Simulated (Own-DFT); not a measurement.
# Strain and stress in hcp Ru, 36 atoms (Ru36)

Calculated results; nothing here was measured. They come from Own-DFT, an in-house plane-wave density functional program, since retired, whose code no person has reviewed. Each row is one single-point run on a periodic cell that was not relaxed, without spin or spin-orbit coupling.

Settings of every run: PBE; PseudoDojo norm-conserving scalar-relativistic files; cutoff 50 hartree; 5 x 5 x 4 k mesh centred on Gamma; cold (Marzari-Vanderbilt) smearing of 0.2 eV.

Known limits: forces on such cells failed a check on a denser k mesh; stress not checked against mesh or cutoff.

Unstrained cell vectors in Å: (8.118, 0.000, 0.000); (-4.059, 7.030, 0.000); (0.000, 0.000, 8.563). The unstrained cell has measured lattice constants (interpolated for alloys), not those of this functional. That, the random moves and any unrelaxed bonds set the pressure at no strain. Each run strains this cell uniformly, with the atoms carried along. Every atom was also moved at random, by a Gaussian of width 0.05 Å on each axis. Strain is the symmetric tensor, in per cent. Stress is positive in tension, and the pressure is minus a third of its trace.

| run | e_xx (%) | e_yy (%) | e_zz (%) | e_yz (%) | e_xz (%) | e_xy (%) | s_xx (GPa) | s_yy (GPa) | s_zz (GPa) | s_yz (GPa) | s_xz (GPa) | s_xy (GPa) | P (GPa) | E (meV/atom) |
|---|---|---|---|---|---|---|---|---|---|---|---|---|---|---|
| 1 | -0.46 | 1.10 | -2.00 | 1.86 | -1.24 | -0.38 | -12.40 | -6.31 | -21.90 | 7.09 | -5.17 | -2.20 | 13.54 | 39.2 |
| 2 | 0.22 | -0.13 | -0.87 | -0.99 | -0.38 | -1.00 | -8.16 | -10.79 | -13.40 | -3.90 | -1.86 | -4.04 | 10.79 | 24.3 |
| 3 | 1.73 | -1.29 | 1.25 | -0.58 | -1.25 | 0.74 | 1.96 | -9.96 | 1.90 | -1.96 | -4.24 | 3.04 | 2.03 | 6.3 |
| 4 | -1.29 | -1.13 | 1.46 | -0.29 | 1.97 | -1.12 | -16.21 | -14.68 | -3.64 | -1.27 | 7.65 | -4.47 | 11.51 | 39.5 |
| 5 | -1.81 | -0.55 | -1.24 | -1.78 | 0.09 | -0.07 | -25.76 | -17.51 | -24.08 | -8.35 | 0.47 | -0.15 | 22.45 | 81.1 |
| 6 | -1.12 | -1.88 | 1.11 | -0.44 | 0.36 | -1.55 | -17.68 | -20.88 | -5.37 | -1.47 | 1.68 | -7.00 | 14.64 | 37.7 |
| 7 | 1.97 | -1.06 | -1.59 | -1.84 | 1.51 | 1.49 | -1.93 | -13.98 | -17.76 | -7.48 | 5.81 | 5.55 | 11.22 | 44.8 |
| 8 | -1.77 | -0.46 | -1.68 | -0.76 | 1.55 | 0.91 | -25.23 | -18.76 | -25.70 | -3.12 | 7.25 | 4.14 | 23.23 | 74.4 |
| 9 | -1.59 | 0.83 | -1.47 | -0.22 | -1.17 | 0.46 | -19.30 | -8.67 | -20.14 | -0.34 | -5.06 | 2.45 | 16.04 | 34.3 |
| 10 | 0.48 | 0.28 | 0.43 | 0.15 | 1.69 | -1.06 | -3.69 | -4.63 | -3.92 | 0.55 | 5.71 | -4.59 | 4.08 | 10.4 |
| 11 | -1.19 | -1.07 | 1.12 | 0.09 | -0.51 | -1.98 | -15.45 | -15.36 | -3.70 | 0.13 | -2.00 | -8.38 | 11.50 | 24.0 |
| 12 | 1.45 | 0.99 | 0.09 | 1.06 | -1.79 | -0.45 | 1.72 | 0.33 | -3.13 | 3.36 | -6.01 | -1.02 | 0.36 | 15.3 |
| 13 | -0.08 | 0.05 | -1.58 | 1.96 | -0.40 | 1.88 | -11.84 | -11.32 | -19.22 | 8.38 | -1.54 | 7.05 | 14.13 | 41.0 |
| 14 | 1.18 | -0.05 | -1.64 | -1.91 | -1.43 | -1.10 | -5.92 | -9.48 | -18.59 | -7.60 | -5.80 | -4.48 | 11.33 | 51.6 |
| 15 | 1.27 | 1.11 | -1.40 | 0.68 | -0.22 | 0.91 | -0.36 | -1.59 | -11.48 | 2.88 | -1.22 | 3.63 | 4.48 | 0.0 |
| 16 | -0.68 | -0.18 | 1.68 | -0.83 | 0.18 | 1.34 | ? | ? | ? | ? | ? | ? | ? | ? |

E is the free energy for each atom above the lowest run shown.

## Worked fit

Each stress component was fitted by least squares to a constant and the strains of the runs shown, as fractions, with shears doubled. Shear strains stay in the fit of a normal stress only where such slopes are resolved. The slopes, in GPa:

```
stress  at no strain  per e_xx  per e_yy  per e_zz  scatter
  s_xx          -8.5  631 ± 20  251 ± 34  225 ± 25     0.98
  s_yy          -8.4   202 ± 9  628 ± 16  198 ± 12     0.47
  s_zz          -8.1  224 ± 22  214 ± 38  737 ± 28     1.09
```

Each shear stress against twice its own strain: yz 206 ± 9, xz 188 ± 8, xy 216 ± 5 GPa. These are stiffnesses along x, y and z of the frame in which the cell vectors are given, which need not be the crystal's axes. The atoms are held to the strained lattice; where symmetry lets them move under strain, relaxing them would lower some slopes. The table should be nearly symmetric about its diagonal, and what it lacks of that shows the noise. A ninth of its sum, 368 ± 10 GPa, estimates the bulk modulus near the mean pressure of these runs, 11.4 GPa, so it lies above the value at zero pressure.

## Withheld run

Question: what normal stresses and pressure should run 16 give?

The fit gives s_xx = -9.5, s_yy = -7.6, s_zz = 2.3 and P = 4.9 GPa. The calculation gave -8.84, -7.34, 1.65 and P = 4.84 GPa.
